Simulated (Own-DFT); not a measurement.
# PBE against PBEsol on the same cells

All numbers below are calculated, not measured. The program, named Own-DFT, is a retired in-house plane-wave density functional code that no person has reviewed. Each row is one single-point run on a periodic cell that was not relaxed, without spin or spin-orbit coupling.

Known limits, some of them of some rows only: hafnium file: forces about 75 meV/angstrom off all-electron values; oxygen file: force components 24 meV/angstrom off all-electron in a glass; forces on such cells failed a check on a denser k mesh; forces on such cells passed a denser k mesh, each cell not checked; stress not checked against mesh or cutoff.

Each cell was run twice at the same cutoff, k mesh and smearing, with PBE and with PBEsol, on PseudoDojo norm-conserving files made for PBE. Atoms were moved at random from their sites; u is the rms move along one axis. Files made for PBEsol would give a somewhat different change.

| cell | atoms | volume (Å³/atom) | u (Å) | cutoff (hartree) | P with PBE (GPa) | P with PBEsol (GPa) | change (GPa) |
|---|---|---|---|---|---|---|---|
| C40 NbSi2 (Nb12Si24) | 36 | 14.64 | 0.021 | 42 | 1.47 | -2.18 | -3.65 |
| C40 NbSi2 (Nb12Si24) | 36 | 14.44 | 0.049 | 42 | 5.40 | 1.68 | -3.72 |
| C40 NbSi2 (Nb12Si24) | 36 | 14.64 | 0.056 | 42 | 2.88 | ? | ? |
| D0_22 TiAl3 with two Ti on an Al site each (Al28Ti12) | 40 | 15.63 | 0.083 | 42 | 4.90 | 2.79 | -2.11 |
| D0_22 TiAl3 with two Ti on an Al site each (Al28Ti12) | 40 | 15.63 | 0.029 | 42 | 3.10 | 0.98 | -2.12 |
| D0_22 TiAl3 with two Ti on an Al site each (Al28Ti12) | 40 | 15.63 | 0.078 | 42 | 4.83 | 2.71 | -2.12 |
| diamond-structure SiGe with randomly placed atoms (Ge48Si16) | 64 | 21.97 | 0.030 | 42 | 3.37 | 0.66 | -2.71 |
| diamond-structure SiGe with randomly placed atoms (Ge48Si16) | 64 | 21.97 | 0.054 | 42 | 3.83 | 1.12 | -2.71 |
| diamond-structure SiGe with randomly placed atoms (Ge48Si16) | 64 | 21.97 | 0.057 | 42 | 3.84 | 1.12 | -2.72 |
| monoclinic HfO2 (Hf32O64) | 96 | 11.52 | 0.054 | 72 | 6.51 | 0.04 | -6.47 |
| monoclinic HfO2 (Hf32O64) | 96 | 11.52 | 0.020 | 72 | 3.97 | -2.49 | -6.46 |
| monoclinic HfO2 (Hf32O64) | 96 | 11.52 | 0.020 | 72 | 4.02 | -2.44 | -6.46 |

## Worked reading

Mean change of pressure by composition, in GPa: HfO2, -6.46; NbSi2, -3.68; Ge3Si, -2.71; Al7Ti3, -2.12. At a fixed cell PBEsol gives the lower pressure, because it favours a smaller volume than PBE. Here the change varies more between materials than between cells of one material.

## Withheld value

Question: what PBEsol pressure should the Nb12Si24 cell with the blank give?

Adding the mean change of the cells with its composition, -3.68 GPa, to 2.88 gives -0.8 GPa. The calculation gave -0.78 GPa.
